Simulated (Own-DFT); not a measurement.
GaN (wurtzite, strained, atoms displaced), Si₃N₄ (beta silicon nitride, strained, atoms displaced), GaP (zincblende, strained, atoms displaced), SiC (4H silicon carbide, atoms displaced) (calculated)

Computed with Own-DFT development build. A calculation, not a measurement: plane-wave PBE density functional theory by an unreviewed code, no spin, of a simulated periodic cell, stress positive in tension, free energy of the whole cell less one offset for each atom, forces on such cells passed a denser k mesh, this cell's mesh not checked; offsets are fitted by least squares, one for each functional and potential file, so energies compare only between cells with the same atoms and settings and are not formation energies; the far tail of each file's local potential was reset to the Coulomb form; each entry is a single point on an unrelaxed cell, so the pressure reflects the starting lattice, mostly measured values (interpolated for alloys), from which strain is counted, and rises with the displacements; printed positions are rounded, which can move forces by about a meV/angstrom; the program, named Own-DFT, is a retired in-house code; no spin-orbit coupling.

Settings shared by all entries: functional PBE.

```json
{"entry": 1, "formula": "GaN", "kind": "wurtzite, strained, atoms displaced", "structure": {"cell_angstrom": [[12.756, 0.0, 0.0], [-4.7835, 8.2853, 0.0], [0.0, 0.0, 10.6292]], "atoms_fractional": [["Ga", 0.07496, 0.21735, 0.00893], ["Ga", 0.16949, 0.12439, 0.25402], ["N", 0.08538, 0.22461, 0.18194], ["N", 0.16391, 0.10896, 0.44011], ["Ga", 0.08545, 0.22413, 0.51016], ["Ga", 0.16278, 0.10771, 0.75519], ["N", 0.08745, 0.22669, 0.68129], ["N", 0.16348, 0.10284, 0.94463], ["Ga", 0.0846, 0.55403, 0.00646], ["Ga", 0.17411, 0.44657, 0.24999], ["N", 0.09099, 0.55871, 0.18754], ["N", 0.1712, 0.44258, 0.44348], ["Ga", 0.08771, 0.55961, 0.49417], ["Ga", 0.17581, 0.45181, 0.74205], ["N", 0.07041, 0.547, 0.68451], ["N", 0.16118, 0.44329, 0.93841], ["Ga", 0.07701, 0.88672, 0.99907], ["Ga", 0.1661, 0.76811, 0.25361], ["N", 0.07925, 0.89929, 0.1918], ["N", 0.16356, 0.77945, 0.43822], ["Ga", 0.08391, 0.89242, 0.50098], ["Ga", 0.16837, 0.7753, 0.74778], ["N", 0.08285, 0.88585, 0.6778], ["N", 0.17728, 0.78318, 0.93634], ["Ga", 0.3318, 0.22244, 0.99453], ["Ga", 0.41539, 0.11895, 0.24589], ["N", 0.33421, 0.22714, 0.17874], ["N", 0.40948, 0.09728, 0.43696], ["Ga", 0.32512, 0.22236, 0.49429], ["Ga", 0.42073, 0.1217, 0.74671], ["N", 0.34358, 0.22768, 0.68077], ["N", 0.41281, 0.10093, 0.94279], ["Ga", 0.33598, 0.55574, 0.0031], ["Ga", 0.41524, 0.44031, 0.24759], ["N", 0.32666, 0.55036, 0.18561], ["N", 0.42352, 0.44558, 0.44255], ["Ga", 0.33088, 0.55334, 0.50341], ["Ga", 0.42313, 0.45073, 0.74619], ["N", 0.32961, 0.54913, 0.69115], ["N", 0.41285, 0.44217, 0.93801], ["Ga", 0.33009, 0.88818, 0.00097], ["Ga", 0.41339, 0.78155, 0.25999], ["N", 0.33384, 0.88994, 0.18451], ["N", 0.40855, 0.78205, 0.44771], ["Ga", 0.32604, 0.88863, 0.49437], ["Ga", 0.42042, 0.77438, 0.74625], ["N", 0.32958, 0.88271, 0.68897], ["N", 0.41217, 0.76952, 0.93532], ["Ga", 0.57862, 0.22796, 0.00352], ["Ga", 0.6645, 0.10796, 0.24367], ["N", 0.58168, 0.22609, 0.18366], ["N", 0.66436, 0.10952, 0.4392], ["Ga", 0.58468, 0.21783, 0.50102], ["Ga", 0.67182, 0.1137, 0.753], ["N", 0.58684, 0.2188, 0.68552], ["N", 0.65634, 0.10537, 0.93748], ["Ga", 0.58468, 0.5598, 0.00374], ["Ga", 0.66418, 0.44202, 0.25204], ["N", 0.58251, 0.5503, 0.18741], ["N", 0.65808, 0.44173, 0.44358], ["Ga", 0.57978, 0.55193, 0.50177], ["Ga", 0.6653, 0.45301, 0.75109], ["N", 0.5832, 0.56119, 0.69348], ["N", 0.66458, 0.447, 0.94081], ["Ga", 0.57748, 0.88732, 0.99687], ["Ga", 0.66639, 0.7835, 0.24867], ["N", 0.58437, 0.89073, 0.18622], ["N", 0.66279, 0.77714, 0.43915], ["Ga", 0.57883, 0.89014, 0.50501], ["Ga", 0.67064, 0.7767, 0.74305], ["N", 0.58394, 0.89233, 0.68463], ["N", 0.66058, 0.77517, 0.9381], ["Ga", 0.82784, 0.22472, 0.99639], ["Ga", 0.91392, 0.10846, 0.25297], ["N", 0.82881, 0.22089, 0.18305], ["N", 0.91238, 0.11065, 0.4445], ["Ga", 0.84027, 0.2307, 0.5057], ["Ga", 0.91648, 0.10566, 0.74805], ["N", 0.82929, 0.21201, 0.68753], ["N", 0.91899, 0.12537, 0.93889], ["Ga", 0.82983, 0.54261, 0.00382], ["Ga", 0.91473, 0.43773, 0.24294], ["N", 0.8389, 0.55656, 0.18322], ["N", 0.92191, 0.4445, 0.43881], ["Ga", 0.83932, 0.55527, 0.49347], ["Ga", 0.92293, 0.45619, 0.75083], ["N", 0.82617, 0.54859, 0.69314], ["N", 0.91339, 0.44922, 0.93956], ["Ga", 0.8303, 0.89661, 0.99899], ["Ga", 0.91921, 0.77143, 0.25019], ["N", 0.83231, 0.89339, 0.18], ["N", 0.91432, 0.76706, 0.4424], ["Ga", 0.83464, 0.88588, 0.49369], ["Ga", 0.92337, 0.7878, 0.7473], ["N", 0.83076, 0.90253, 0.69205], ["N", 0.91708, 0.78339, 0.93695]]}, "settings": {"potential_files": "PseudoDojo norm-conserving, scalar-relativistic, standard set with the stringent files for Ga", "wave_cutoff [hartree]": 96.0, "occupations": "Gaussian", "smearing_width [eV]": 0.01, "k_mesh": "3 x 4 x 3 centred on Gamma"}, "results": {"free_energy_of_cell_above_offsets [eV]": "-5.080", "pressure [GPa]": 2.55, "stress_xx [GPa]": -5.06, "stress_yy [GPa]": -5.31, "stress_zz [GPa]": 2.72, "stress_yz [GPa]": 0.31, "stress_xz [GPa]": 0.41, "stress_xy [GPa]": -0.94, "force_element": ["Ga", "Ga", "N", "N", "Ga", "Ga", "N", "N", "Ga", "Ga", "N", "N", "Ga", "Ga", "N", "N", "Ga", "Ga", "N", "N", "Ga", "Ga", "N", "N", "Ga", "Ga", "N", "N", "Ga", "Ga", "N", "N", "Ga", "Ga", "N", "N", "Ga", "Ga", "N", "N", "Ga", "Ga", "N", "N", "Ga", "Ga", "N", "N", "Ga", "Ga", "N", "N", "Ga", "Ga", "N", "N", "Ga", "Ga", "N", "N", "Ga", "Ga", "N", "N", "Ga", "Ga", "N", "N", "Ga", "Ga", "N", "N", "Ga", "Ga", "N", "N", "Ga", "Ga", "N", "N", "Ga", "Ga", "N", "N", "Ga", "Ga", "N", "N", "Ga", "Ga", "N", "N", "Ga", "Ga", "N", "N"], "force_x [eV/angstrom]": [1.165, 0.32, -0.872, -0.766, -0.635, 0.956, -0.043, -0.735, -0.152, -1.642, -0.935, -0.939, -0.204, -3.156, 3.436, 1.127, 1.286, -0.852, 1.691, -0.166, -0.114, -0.222, 0.187, -3.047, 0.237, 0.387, -0.451, -0.334, 2.342, 1.03, -2.027, -0.323, -1.219, 0.061, 2.181, -2.482, 1.163, -1.141, 2.022, 0.83, 1.64, 0.636, -0.321, 1.667, 0.065, -1.06, 0.573, 0.046, 0.273, -0.578, 0.454, 0.886, -1.043, -1.063, -0.697, 0.669, -0.412, 0.344, -0.393, 1.972, 0.856, 0.778, 0.563, 0.075, 0.005, 0.406, -1.022, 0.267, 0.458, -1.539, 0.435, 0.594, -0.053, 0.144, 0.72, 1.41, -1.276, -0.236, 0.786, -0.452, -1.466, 0.617, -0.843, -0.325, -1.373, -2.318, 0.813, 1.636, 0.307, -1.063, 0.399, -0.197, -1.046, -1.169, 2.141, -0.654], "force_y [eV/angstrom]": [1.021, -1.343, 0.176, 0.48, -0.517, 0.495, -0.583, 1.218, 0.681, -1.053, -1.233, -0.097, -0.437, -1.435, 1.742, -0.38, -0.533, 2.219, -0.606, -0.566, -0.675, -0.214, 0.718, -1.561, -0.456, -1.119, -0.417, 2.69, -0.131, -1.868, 0.072, 1.996, -0.433, 1.013, 1.471, -0.529, 0.686, -1.202, 1.39, 0.243, -0.382, -0.162, 0.029, -1.36, -0.057, 0.674, 0.74, 0.677, -0.747, 0.497, -0.332, 0.32, -0.02, -0.422, 0.85, 1.084, -0.43, 0.361, 0.995, -0.018, 1.251, -1.532, -0.211, -0.106, -0.41, -0.829, -0.729, -0.013, 0.253, 0.989, -0.644, 0.675, -0.312, 0.446, -0.103, 0.068, -1.214, 2.982, 1.77, -1.481, 2.102, 0.523, -0.573, 0.023, -1.677, -2.351, 1.608, -0.574, -0.416, 0.885, -0.631, 1.844, -0.002, -1.323, -2.731, -0.779], "force_z [eV/angstrom]": [-2.067, -0.696, 2.465, -0.735, -2.199, -0.281, 2.456, -1.314, -1.355, 0.629, 0.596, -1.12, 0.974, 2.225, -1.005, -0.433, 0.927, -0.575, -0.233, -0.578, -0.799, 0.546, 1.596, -0.287, 0.001, 0.608, 1.116, -0.905, 0.9, 0.588, 0.477, -1.137, -0.766, 0.369, 0.656, -1.249, 0.041, 1.175, -1.38, -0.527, 0.178, -0.859, 0.889, -1.132, 2.076, 0.699, -0.697, -0.022, -0.951, 1.177, 0.87, -0.934, 0.063, -0.078, 0.552, 0.149, -0.311, 0.41, 0.329, -1.034, 0.478, 0.385, -1.416, -0.428, 0.216, 0.263, 0.035, -0.199, -0.672, 1.437, 0.75, -0.539, -0.132, -0.111, 0.198, -1.144, -0.011, 1.078, 0.369, -0.72, -0.817, 0.869, 1.153, -1.235, 1.713, 0.948, -1.105, -0.433, -0.671, -0.116, 1.543, -1.109, 0.871, 0.534, -1.721, -0.344]}}
{"entry": 2, "formula": "Si3N4", "kind": "beta silicon nitride, strained, atoms displaced", "structure": {"cell_angstrom": [[7.6874, 0.1092, 0.0898], [-3.7491, 6.5929, -0.1389], [0.1031, -0.1245, 8.8955]], "atoms_fractional": [["Si", 0.16607, 0.76635, 0.09326], ["Si", 0.22677, 0.39705, 0.08746], ["Si", 0.57442, 0.81952, 0.08473], ["Si", 0.82062, 0.24011, 0.2427], ["Si", 0.76725, 0.59938, 0.2541], ["Si", 0.41319, 0.17816, 0.24919], ["N", 0.34611, 0.04011, 0.08612], ["N", 0.9754, 0.30751, 0.08987], ["N", 0.70737, 0.67416, 0.08789], ["N", 0.67064, 0.96268, 0.2467], ["N", 0.03594, 0.70037, 0.24891], ["N", 0.29997, 0.33964, 0.25819], ["N", 0.32745, 0.66151, 0.08775], ["N", 0.66014, 0.32783, 0.25348], ["Si", 0.1761, 0.76828, 0.41708], ["Si", 0.234, 0.40331, 0.41143], ["Si", 0.57921, 0.80464, 0.4269], ["Si", 0.82566, 0.23135, 0.5867], ["Si", 0.77157, 0.60597, 0.581], ["Si", 0.40082, 0.1683, 0.58527], ["N", 0.33599, 0.02828, 0.4154], ["N", 0.96542, 0.31127, 0.41679], ["N", 0.711, 0.67761, 0.42534], ["N", 0.65754, 0.9642, 0.58524], ["N", 0.03841, 0.70101, 0.57983], ["N", 0.30089, 0.33275, 0.58913], ["N", 0.34313, 0.66362, 0.41226], ["N", 0.65639, 0.33762, 0.58303], ["Si", 0.16497, 0.76271, 0.74944], ["Si", 0.24105, 0.40785, 0.75845], ["Si", 0.58857, 0.82684, 0.74747], ["Si", 0.82703, 0.23823, 0.9159], ["Si", 0.77154, 0.58616, 0.92545], ["Si", 0.40476, 0.16843, 0.91366], ["N", 0.3268, 0.03294, 0.75362], ["N", 0.96963, 0.30107, 0.7429], ["N", 0.70974, 0.66348, 0.75456], ["N", 0.67585, 0.97287, 0.90975], ["N", 0.0176, 0.70218, 0.91093], ["N", 0.30585, 0.33417, 0.915], ["N", 0.32352, 0.66589, 0.74939], ["N", 0.6759, 0.33026, 0.91639]]}, "settings": {"potential_files": "PseudoDojo norm-conserving, scalar-relativistic, standard set", "wave_cutoff [hartree]": 42.0, "occupations": "Fermi-Dirac", "smearing_width [eV]": 0.1, "k_mesh": "3 x 3 x 3 centred on Gamma"}, "results": {"free_energy_of_cell_above_offsets [eV]": "-3.579", "pressure [GPa]": -1.42, "stress_xx [GPa]": -1.4, "stress_yy [GPa]": 2.79, "stress_zz [GPa]": 2.87, "stress_yz [GPa]": -5.19, "stress_xz [GPa]": 4.63, "stress_xy [GPa]": 3.09, "force_element": ["Si", "Si", "Si", "Si", "Si", "Si", "N", "N", "N", "N", "N", "N", "N", "N", "Si", "Si", "Si", "Si", "Si", "Si", "N", "N", "N", "N", "N", "N", "N", "N", "Si", "Si", "Si", "Si", "Si", "Si", "N", "N", "N", "N", "N", "N", "N", "N"], "force_x [eV/angstrom]": [1.494, 0.184, 2.713, 2.362, 0.777, -1.175, -1.079, -0.765, -0.887, -0.533, -2.348, 3.328, -1.017, -0.608, 1.166, -3.523, 1.687, -1.599, 2.215, 0.551, -0.611, 0.912, -0.339, 0.305, -1.533, -0.155, -3.704, 1.909, -0.255, -2.491, 1.058, 3.424, -2.255, 1.326, -0.029, 1.101, -2.574, -0.607, 3.284, 0.212, 2.06, -3.984], "force_y [eV/angstrom]": [1.356, 1.203, 1.73, -3.014, -0.361, -0.583, -2.028, -0.562, -0.482, 0.918, -0.863, -2.452, -0.485, 3.101, 0.016, 0.224, 4.93, 0.302, -2.444, 1.437, 0.128, -0.368, 0.018, 0.478, -0.164, -0.317, -1.469, -0.719, 1.067, 0.129, -1.097, -2.028, 0.637, 1.353, -1.806, 0.298, 1.395, -0.613, 1.304, -0.476, 0.161, 0.146], "force_z [eV/angstrom]": [-4.154, -0.021, -0.732, 2.917, -0.667, 1.701, -1.347, -2.072, 0.393, 1.42, 2.416, -4.732, -0.454, -0.391, -0.33, 5.719, -2.122, -1.726, 2.445, -0.063, -0.523, -0.537, -1.902, 0.018, 0.093, -1.747, 0.248, 0.009, 0.027, -2.349, 0.982, -0.509, -1.888, 1.465, -1.511, 2.559, 0.22, 1.955, 2.199, 1.996, 0.543, 0.456]}}
{"entry": 3, "formula": "GaP", "kind": "zincblende, strained, atoms displaced", "structure": {"cell_angstrom": [[10.862, 0.0, 0.0], [0.0, 10.862, 0.0], [0.0, 0.0, 10.9439]], "atoms_fractional": [["Ga", 0.00044, 0.00089, 0.99619], ["Ga", 0.99757, 0.25632, 0.24753], ["Ga", 0.25308, 0.00488, 0.24841], ["Ga", 0.24993, 0.25041, 0.00495], ["P", 0.12798, 0.1235, 0.12967], ["P", 0.12514, 0.3705, 0.37759], ["P", 0.37562, 0.1262, 0.37944], ["P", 0.37644, 0.37874, 0.12305], ["Ga", 0.99862, 0.99607, 0.50805], ["Ga", 0.99678, 0.25156, 0.75212], ["Ga", 0.25039, 0.00292, 0.74682], ["Ga", 0.24849, 0.25021, 0.49714], ["P", 0.12335, 0.12337, 0.62209], ["P", 0.12461, 0.37703, 0.87252], ["P", 0.37732, 0.12713, 0.87324], ["P", 0.37572, 0.37592, 0.62792], ["Ga", 0.99845, 0.49656, 0.00032], ["Ga", 0.99681, 0.75254, 0.24861], ["Ga", 0.24959, 0.49683, 0.24958], ["Ga", 0.2469, 0.75284, 0.99978], ["P", 0.12654, 0.62739, 0.12656], ["P", 0.12243, 0.87236, 0.37909], ["P", 0.3751, 0.62564, 0.37598], ["P", 0.37308, 0.87629, 0.12684], ["Ga", 0.00157, 0.50106, 0.50263], ["Ga", 0.99642, 0.7512, 0.75105], ["Ga", 0.25144, 0.50452, 0.7529], ["Ga", 0.25362, 0.74624, 0.49649], ["P", 0.12461, 0.6297, 0.6288], ["P", 0.13001, 0.88116, 0.87381], ["P", 0.3778, 0.62888, 0.87444], ["P", 0.37359, 0.87295, 0.62164], ["Ga", 0.49776, 0.9993, 0.99461], ["Ga", 0.50487, 0.25004, 0.25057], ["Ga", 0.74959, 0.00212, 0.24931], ["Ga", 0.74681, 0.24914, 0.99908], ["P", 0.62106, 0.12569, 0.12125], ["P", 0.62604, 0.36856, 0.37701], ["P", 0.87544, 0.12482, 0.37034], ["P", 0.87508, 0.37462, 0.12617], ["Ga", 0.49741, 0.99883, 0.49766], ["Ga", 0.49884, 0.25068, 0.75024], ["Ga", 0.75173, 0.00787, 0.74399], ["Ga", 0.75087, 0.24787, 0.49735], ["P", 0.62442, 0.12799, 0.62997], ["P", 0.62547, 0.37642, 0.8747], ["P", 0.87233, 0.12139, 0.8752], ["P", 0.86964, 0.37816, 0.62501], ["Ga", 0.50562, 0.49731, 0.0046], ["Ga", 0.50019, 0.75689, 0.24811], ["Ga", 0.75045, 0.49873, 0.25295], ["Ga", 0.75174, 0.75064, 0.99972], ["P", 0.62258, 0.62412, 0.12892], ["P", 0.62846, 0.87435, 0.37258], ["P", 0.87072, 0.62554, 0.3745], ["P", 0.87739, 0.87526, 0.12477], ["Ga", 0.49904, 0.50021, 0.50371], ["Ga", 0.49806, 0.7547, 0.75554], ["Ga", 0.74714, 0.497, 0.74929], ["Ga", 0.75149, 0.74828, 0.50081], ["P", 0.62373, 0.62832, 0.62802], ["P", 0.6264, 0.87197, 0.87926], ["P", 0.87307, 0.62717, 0.87734], ["P", 0.87819, 0.87368, 0.62396]]}, "settings": {"potential_files": "PseudoDojo norm-conserving, scalar-relativistic, standard set", "wave_cutoff [hartree]": 42.0, "occupations": "Fermi-Dirac", "smearing_width [eV]": 0.1, "hardware": "one NVIDIA H100", "k_mesh": "3 x 3 x 3 centred on Gamma"}, "results": {"free_energy_of_cell_above_offsets [eV]": "-35.114", "pressure [GPa]": 3.12, "stress_xx [GPa]": -3.34, "stress_yy [GPa]": -3.3, "stress_zz [GPa]": -2.74, "stress_yz [GPa]": 0.15, "stress_xz [GPa]": -0.12, "stress_xy [GPa]": 0.24, "force_element": ["Ga", "Ga", "Ga", "Ga", "P", "P", "P", "P", "Ga", "Ga", "Ga", "Ga", "P", "P", "P", "P", "Ga", "Ga", "Ga", "Ga", "P", "P", "P", "P", "Ga", "Ga", "Ga", "Ga", "P", "P", "P", "P", "Ga", "Ga", "Ga", "Ga", "P", "P", "P", "P", "Ga", "Ga", "Ga", "Ga", "P", "P", "P", "P", "Ga", "Ga", "Ga", "Ga", "P", "P", "P", "P", "Ga", "Ga", "Ga", "Ga", "P", "P", "P", "P"], "force_x [eV/angstrom]": [0.266, 0.445, -0.207, -0.033, -0.778, -0.285, 0.132, 0.03, 0.226, 0.054, 0.321, 0.304, -0.019, 0.167, -0.582, -0.497, 0.279, 0.347, 0.001, 0.363, -0.433, 0.362, 0.427, 0.076, -0.119, 0.49, -0.033, -0.64, 0.136, -0.606, -0.187, 0.168, 0.041, -0.703, -0.032, 0.263, 0.214, -0.169, 0.326, -0.52, 0.586, 0.133, -0.181, 0.142, -0.269, -0.14, 0.271, 0.579, -0.382, -0.119, -0.368, -0.213, 0.539, -0.167, 0.756, -0.356, 0.279, 0.207, 0.084, -0.29, -0.05, 0.235, 0.134, -1.004], "force_y [eV/angstrom]": [-0.044, -0.793, -0.684, 0.018, 0.518, 0.798, 0.161, -0.602, 0.421, -0.124, 0.035, -0.116, 0.645, -0.318, -0.033, -0.073, 0.596, -0.312, 0.376, -0.185, -0.394, 0.42, -0.412, 0.211, 0.174, 0.108, -0.038, 0.26, -0.349, -0.492, -0.456, 0.238, -0.146, -0.046, -0.046, 0.042, -0.341, 0.955, -0.111, 0.166, -0.093, 0.27, -1.237, -0.232, -0.14, -0.281, 0.68, -0.499, 0.602, -0.605, -0.108, -0.231, 0.268, 0.272, -0.189, 0.379, 0.039, -0.008, 0.801, 0.13, -0.088, 0.812, -0.575, 0.005], "force_z [eV/angstrom]": [0.504, 0.32, 0.921, -0.506, -0.594, -0.367, -0.703, 0.488, -1.245, -0.359, -0.147, 0.75, 0.465, 0.421, 0.128, -0.235, 0.016, 0.383, 0.249, -0.002, -0.126, -0.47, -0.546, -0.484, -0.067, 0.462, -0.194, 0.347, -0.309, -0.144, 0.789, 0.365, 0.406, -0.132, -0.396, 0.054, 0.176, 0.036, 0.638, -0.446, 0.395, 0.176, 0.487, 0.348, -1.066, 0.096, 0.124, -0.198, -0.587, 0.294, -0.052, 0.625, -0.105, 0.417, 0.085, -0.273, -0.289, -0.604, 0.172, 0.083, -0.02, -0.685, -0.313, 0.444], "wall_time [s]": 499.9}}
{"entry": 4, "formula": "SiC", "kind": "4H silicon carbide, atoms displaced", "structure": {"cell_angstrom": [[6.1654, 0.0, 0.0], [-3.0827, 5.3394, 0.0], [0.0, 0.0, 10.0681]], "atoms_fractional": [["Si", 0.00641, 0.99929, 0.39011], ["Si", 0.17974, 0.34375, 0.14883], ["C", 0.01776, 0.0257, 0.08803], ["C", 0.15234, 0.30442, 0.34704], ["Si", 0.98304, 0.5179, 0.40856], ["Si", 0.17025, 0.83277, 0.15533], ["C", 0.006, 0.49337, 0.09326], ["C", 0.19912, 0.83953, 0.32654], ["Si", 0.50831, 0.00425, 0.4122], ["Si", 0.6705, 0.34751, 0.1584], ["C", 0.5091, 0.00159, 0.09197], ["C", 0.68123, 0.33807, 0.35913], ["Si", 0.51539, 0.52989, 0.4081], ["Si", 0.6577, 0.80571, 0.15826], ["C", 0.50988, 0.53143, 0.0865], ["C", 0.66252, 0.85989, 0.34648], ["Si", 0.9784, 0.97163, 0.90333], ["Si", 0.86144, 0.67079, 0.63668], ["C", 0.01968, 0.02762, 0.57997], ["C", 0.85716, 0.6753, 0.82673], ["Si", 0.99389, 0.47071, 0.89457], ["Si", 0.87989, 0.18613, 0.64507], ["C", 0.98332, 0.49897, 0.5941], ["C", 0.8668, 0.17845, 0.8452], ["Si", 0.48014, 0.99172, 0.90644], ["Si", 0.32936, 0.66933, 0.68034], ["C", 0.49735, 0.98786, 0.60407], ["C", 0.32309, 0.67421, 0.83861], ["Si", 0.50148, 0.50266, 0.91492], ["Si", 0.34355, 0.20714, 0.65219], ["C", 0.48544, 0.47449, 0.58435], ["C", 0.31498, 0.14146, 0.84752]]}, "settings": {"potential_files": "PseudoDojo norm-conserving, scalar-relativistic, standard set", "wave_cutoff [hartree]": 42.0, "occupations": "Fermi-Dirac", "smearing_width [eV]": 0.1, "hardware": "one NVIDIA H100", "k_mesh": "5 x 5 x 3 centred on Gamma"}, "results": {"free_energy_of_cell_above_offsets [eV]": "6.414", "pressure [GPa]": 12.2, "stress_xx [GPa]": -6.33, "stress_yy [GPa]": -16.88, "stress_zz [GPa]": -13.38, "stress_yz [GPa]": -2.35, "stress_xz [GPa]": 0.66, "stress_xy [GPa]": 2.52, "force_element": ["Si", "Si", "C", "C", "Si", "Si", "C", "C", "Si", "Si", "C", "C", "Si", "Si", "C", "C", "Si", "Si", "C", "C", "Si", "Si", "C", "C", "Si", "Si", "C", "C", "Si", "Si", "C", "C"], "force_x [eV/angstrom]": [0.567, -1.194, 0.055, 0.424, 6.198, 0.185, -1.851, -2.796, -2.266, 1.655, -0.55, -4.33, -1.6, -0.362, 1.241, 4.079, 1.445, -6.656, 2.267, -1.769, -1.49, -5.155, 5.713, -1.944, 2.311, 0.984, 0.275, 2.002, 0.493, 2.233, 0.495, -0.657], "force_y [eV/angstrom]": [-1.696, -0.803, -4.151, 6.982, 0.199, 0.58, 1.41, -0.802, 0.99, -1.675, 0.072, 0.169, -3.16, 9.413, -6.019, -3.427, 2.736, 3.328, -3.41, -3.236, 5.883, -2.221, -0.466, -5.62, 1.411, 0.403, 1.648, -1.607, -0.868, -9.756, 9.924, 3.769], "force_z [eV/angstrom]": [1.771, 2.496, 0.696, -2.672, -0.54, -3.747, -1.145, 4.546, 2.127, -0.031, 0.401, -3.288, -0.634, 1.539, 1.125, -1.737, 0.689, 3.472, -0.691, 1.307, 3.21, 2.479, -1.894, -3.129, 0.173, -10.38, -1.12, 8.084, -5.319, 3.556, -0.442, -0.901], "wall_time [s]": 119.0}}
```
